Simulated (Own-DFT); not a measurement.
# One host, several defects: hexagonal WC

Calculated, not measured: single-point runs of Own-DFT, a retired in-house plane-wave DFT program that no person has reviewed, on unrelaxed cells, without spin or spin-orbit coupling.

Settings: PBE; PseudoDojo norm-conserving scalar-relativistic files; cutoff 50 hartree; 4 x 4 x 4 k mesh centred on Gamma; cold (Marzari-Vanderbilt) smearing of 0.2 eV.

Known weak points: forces on such cells moved up to 12 meV/angstrom on a denser k mesh; stress not checked against mesh or cutoff.

All runs share one cell, with vectors in Å (5.833, -5.052, -2.839); (0.000, -5.052, 8.518); (-5.833, -5.052, -2.839) and a volume of 669.4 Å³. The atoms are randomly displaced, by u rms on each axis. The defect's site can differ from row to row.

| cell | formula | u (Å) | P (GPa) |
|---|---|---|---|
| no defect | C32W32 | 0.0205 | 3.40 |
| no defect | C32W32 | 0.0497 | 5.91 |
| no defect | C32W32 | 0.0502 | 6.42 |
| one C on a W site | C33W31 | 0.0292 | 2.82 |
| one C on a W site | C33W31 | 0.0504 | 4.89 |
| one C on a W site | C33W31 | 0.0526 | 5.42 |
| one W vacancy | C32W31 | 0.0317 | 2.28 |
| one W vacancy | C32W31 | 0.0496 | 4.20 |
| one W vacancy | C32W31 | 0.0509 | 4.35 |
| one C vacancy | C31W32 | 0.0287 | 3.27 |
| one C vacancy | C31W32 | 0.0435 | 4.90 |
| one C vacancy | C31W32 | 0.0534 | 6.42 |
| one W on a C site | C31W33 | 0.0283 | 16.53 |
| one W on a C site | C31W33 | 0.0291 | ? |
| one W on a C site | C31W33 | 0.0294 | 16.25 |
| one W on a C site | C31W33 | 0.0297 | 16.65 |

## Worked fit

P = P0 + c u² + a shift for each defect gives P0 = 2.76 GPa, c = 1375 ± 62 GPa/Å² and a scatter of 0.18 GPa. The shifts, and each times the cell's volume:

- one W on a C site: 12.55 ± 0.16 GPa, 52.4 eV
- one C vacancy: -0.45 ± 0.15 GPa, -1.9 eV
- one C on a W site: -1.21 ± 0.15 GPa, -5.1 eV
- one W vacancy: -1.93 ± 0.15 GPa, -8.1 eV

Against the defect-free cell, a freed cell would be larger where the shift is positive and smaller where it is negative (160.2 GPa Å³ is 1 eV). The atoms around the defects weren't relaxed, which would change these numbers.

## Check

Q: what pressure belongs in the blank (one W on a C site, u = 0.0291 Å)?

The fitted form gives 16.47 ± 0.21 GPa. The run itself gave 16.58 GPa.
